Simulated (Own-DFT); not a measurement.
## Calculated data, SiGe (diamond-structure random alloy, atoms displaced)

A calculation, not a measurement: plane-wave PBE density functional theory by an unreviewed code, no spin, of a simulated periodic cell, stress positive in tension, free energy of the whole cell less one offset for each atom, forces on such cells passed a denser k mesh, this cell's mesh not checked; offsets are fitted by least squares, one for each functional and potential file, so energies compare only between cells with the same atoms and settings and are not formation energies; the far tail of each file's local potential was reset to the Coulomb form; each entry is a single point on an unrelaxed cell, so the pressure reflects the starting lattice, mostly measured values, from which strain is counted, and rises with the displacements; printed positions are rounded, which can move forces by about a meV/angstrom; the program is a retired in-house code; no spin-orbit coupling. Program: Own-DFT development build.

```cif
# cell vector a (Å): 11.0890 0.0000 0.0000
# cell vector b (Å): 0.0000 11.0890 0.0000
# cell vector c (Å): 0.0000 0.0000 11.0890
data_SiGe
_symmetry_space_group_name_H-M 'P 1'
_symmetry_Int_Tables_number 1
_cell_length_a 11.0890
_cell_length_b 11.0890
_cell_length_c 11.0890
_cell_angle_alpha 90.000
_cell_angle_beta 90.000
_cell_angle_gamma 90.000
_cell_volume 1363.57
loop_
_atom_site_label
_atom_site_type_symbol
_atom_site_fract_x
_atom_site_fract_y
_atom_site_fract_z
_atom_site_occupancy
Ge1 Ge 0.99968 0.00014 0.99837 1
Ge2 Ge 0.99545 0.24855 0.25138 1
Ge3 Ge 0.25176 0.00509 0.25124 1
Ge4 Ge 0.25515 0.24772 0.00039 1
Si1 Si 0.12327 0.12974 0.12229 1
Ge5 Ge 0.13085 0.37301 0.37537 1
Si2 Si 0.37648 0.12309 0.37478 1
Ge6 Ge 0.37848 0.37710 0.12367 1
Si3 Si 0.99658 0.00207 0.50120 1
Si4 Si 0.99918 0.25452 0.75007 1
Si5 Si 0.24737 0.99971 0.75044 1
Si6 Si 0.25063 0.25101 0.50083 1
Si7 Si 0.12792 0.12613 0.62979 1
Si8 Si 0.12564 0.38104 0.87461 1
Si9 Si 0.37320 0.12460 0.87467 1
Si10 Si 0.37578 0.37635 0.62382 1
Si11 Si 0.00172 0.49191 0.99880 1
Ge7 Ge 0.99602 0.75021 0.25032 1
Si12 Si 0.25153 0.49940 0.25174 1
Ge8 Ge 0.25302 0.74664 0.00138 1
Ge9 Ge 0.12401 0.62420 0.12861 1
Ge10 Ge 0.11876 0.87544 0.37608 1
Si13 Si 0.37153 0.61985 0.38087 1
Si14 Si 0.37635 0.87538 0.12531 1
Ge11 Ge 0.00595 0.50001 0.49608 1
Si15 Si 0.99866 0.74757 0.74669 1
Ge12 Ge 0.25112 0.49831 0.74991 1
Si16 Si 0.25102 0.75433 0.50056 1
Ge13 Ge 0.12751 0.62665 0.62446 1
Ge14 Ge 0.12381 0.87717 0.87701 1
Ge15 Ge 0.37528 0.62826 0.87412 1
Si17 Si 0.37065 0.87304 0.62292 1
Ge16 Ge 0.49610 0.00445 0.00280 1
Si18 Si 0.49584 0.24824 0.24600 1
Si19 Si 0.75173 0.99907 0.24945 1
Ge17 Ge 0.74974 0.24658 0.99865 1
Si20 Si 0.62456 0.12450 0.12226 1
Ge18 Ge 0.62515 0.37758 0.37842 1
Si21 Si 0.87626 0.12353 0.37406 1
Ge19 Ge 0.87882 0.37826 0.12776 1
Si22 Si 0.49437 0.00212 0.50094 1
Si23 Si 0.49923 0.24885 0.75117 1
Ge20 Ge 0.75303 0.00200 0.74744 1
Si24 Si 0.74881 0.25243 0.49832 1
Si25 Si 0.62406 0.12216 0.62887 1
Ge21 Ge 0.62671 0.37158 0.87260 1
Ge22 Ge 0.87516 0.12441 0.87623 1
Ge23 Ge 0.87342 0.37499 0.62301 1
Si26 Si 0.49447 0.49991 0.00152 1
Ge24 Ge 0.50331 0.74898 0.24972 1
Si27 Si 0.74829 0.49916 0.24352 1
Ge25 Ge 0.74482 0.74611 0.99680 1
Si28 Si 0.62944 0.62248 0.12324 1
Ge26 Ge 0.62515 0.88123 0.37413 1
Ge27 Ge 0.87201 0.62505 0.37332 1
Si29 Si 0.87204 0.87192 0.12358 1
Ge28 Ge 0.50449 0.49676 0.49538 1
Ge29 Ge 0.50216 0.74475 0.74209 1
Ge30 Ge 0.74865 0.49764 0.74778 1
Si30 Si 0.75078 0.74918 0.50051 1
Ge31 Ge 0.62366 0.62741 0.62493 1
Ge32 Ge 0.62233 0.87391 0.87002 1
Si31 Si 0.87751 0.62746 0.87385 1
Si32 Si 0.87232 0.87481 0.62314 1
_calc_functional 'PBE'
_calc_potential_files 'PseudoDojo norm-conserving, scalar-relativistic, standard set'
_calc_wave_cutoff 42  # hartree
_calc_occupations 'Fermi-Dirac'
_calc_smearing_width 0.1  # eV
_calc_k_mesh '3 x 3 x 3 centred on Gamma'
_calc_free_energy_of_cell_above_offsets '-6.345'  # eV
_calc_pressure 2.81  # GPa
_calc_stress_xx -2.82  # GPa
_calc_stress_yy -2.79  # GPa
_calc_stress_zz -2.82  # GPa
_calc_stress_yz 0.01  # GPa
_calc_stress_xz 0.45  # GPa
_calc_stress_xy 0.41  # GPa
```

Force:
```csv
element,x (eV/Å),y (eV/Å),z (eV/Å)
Ge,-0.158,-0.026,1.116
Ge,0.864,-0.225,0.085
Ge,-0.486,-0.453,-0.526
Ge,-0.988,0.485,-0.474
Si,0.091,-0.392,0.316
Ge,-0.071,-0.214,-0.401
Si,-0.006,0.948,0.381
Ge,-0.465,0,0.625
Si,0.193,0.199,0.556
Si,0.59,-0.271,0.232
Si,0.585,0.037,-0.099
Si,0.571,-0.67,0.383
Si,-0.563,0.205,-0.517
Si,-0.073,-1.254,-0.01
Si,0.173,-0.115,-0.766
Si,0.267,-0.764,0.026
Si,-0.076,1.477,-0.275
Ge,-0.143,0.27,-0.389
Si,0.216,0.191,0.016
Ge,-0.328,0.901,0.385
Ge,-0.02,-0.743,-0.35
Ge,0.63,0.356,0.271
Si,0.055,0.745,-0.606
Si,-0.185,-0.086,0.269
Ge,-0.594,0.08,0.239
Si,-0.206,0.622,0.238
Ge,0.11,0.041,-0.105
Si,-0.118,-0.506,-0.396
Ge,0.024,0.378,-0.064
Ge,0.168,-0.832,-0.77
Ge,0.422,-0.754,-0.022
Si,0.264,0.664,0.197
Ge,0.123,-0.511,-0.402
Si,0.83,-0.291,0.627
Si,0.15,0.497,-0.512
Ge,0.006,0.376,0.731
Si,0.158,0.072,0.989
Ge,0.568,-1.202,-1.839
Si,-0.816,-0.094,0.462
Ge,-0.703,-0.3,-0.539
Si,0.389,-0.09,0.412
Si,-0.36,-0.24,-0.442
Ge,-0.242,-0.462,-0.101
Si,0.044,-1.183,0.243
Si,-0.415,0.741,-0.897
Ge,-1.014,0.391,0.497
Ge,0.529,0.487,-0.677
Ge,0.482,-0.292,-0.331
Si,1.431,0.472,-0.472
Ge,-0.54,-0.47,0.024
Si,-0.062,0.26,0.668
Ge,0.765,0.229,0.08
Si,-1.033,-0.46,-0.046
Ge,0.099,-0.318,0.677
Ge,-0.404,-0.453,0.08
Si,-0.198,0.424,-0.049
Ge,-1.288,0.826,1.139
Ge,-1.167,1.323,0.613
Ge,0.474,0.829,0.492
Si,-0.158,0.61,-0.066
Ge,0.997,-0.794,-1.086
Ge,-0.149,0.469,0.245
Si,0.202,-0.8,0.074
Si,0.56,-0.339,-0.16
```
